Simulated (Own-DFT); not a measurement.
# Misfit strain and the stress it brings: wurtzite AlGaN with randomly placed atoms, 72 atoms (Al27Ga9N36)

No measurement is shown. These are fixed-geometry runs of a retired plane-wave code named Own-DFT, which no person has reviewed; spin and spin-orbit coupling are neglected.

Settings: PBE; PseudoDojo norm-conserving scalar-relativistic files (stringent for Ga); cutoff 96 hartree; 4 x 4 x 3 k mesh centred on Gamma; Gaussian smearing of 0.01 eV.

Caveats: forces on such cells passed a denser k mesh, each cell not checked; stress not checked against mesh or cutoff.

Unstrained cell vectors in Å: (9.394, 0.000, 0.000); (-4.697, 8.135, 0.000); (0.000, 0.000, 10.066). The unstrained cell has measured lattice constants (interpolated for alloys), not those of this functional. That, the random moves and any unrelaxed bonds set the pressure at no strain. Each run strains x and y alike by e, as a substrate would, and holds the height along z. Each coordinate of each atom was shifted by a normal deviate of width 0.05 Å. The random placing of the alloy's atoms differs from row to row. Stress is positive in tension.

| e (%) | u (Å) | (s_xx + s_yy)/2 (GPa) | s_zz (GPa) |
|---|---|---|---|
| -2.75 | 0.055 | -24.49 | -12.50 |
| -2.00 | 0.052 | -19.10 | -10.52 |
| -1.75 | 0.050 | -17.86 | -7.68 |
| -1.50 | 0.046 | -15.99 | -7.80 |
| 0.25 | 0.053 | -3.90 | -9.43 |
| 0.75 | 0.046 | -2.17 | -5.07 |
| 1.25 | 0.047 | ? | ? |
| 1.75 | 0.053 | 2.74 | -4.89 |
| 2.75 | 0.049 | 7.49 | -3.41 |
| 3.00 | 0.046 | 8.18 | -1.42 |

## Analysis

With e as a fraction, the in-plane stress is -6.1 + 584 e - 3432 e² GPa (errors 8 and 513, scatter 0.45), and s_zz is -7.1 + 150 e GPa (slope ± 26, scatter 1.61). At e = 0 the first slope is C11 + C12 and the second 2 C13, both with the ions held to the strained lattice and at the cell's own pressure. The term in e² is negative: the layer stiffens under compression and softens under tension. A free layer would change its height as e changes, and the in-plane slope would drop by 2 C13²/C33 to the biaxial modulus. At fixed height, a misfit of 1 % moves the in-plane stress by about 5.8 GPa and s_zz by 1.5 GPa.

## Prediction

Question: what are the two stresses at e = 1.25 %?

The fitted form gives 0.6 and -5.2 GPa. The run itself gave 0.63 and -5.52 GPa.
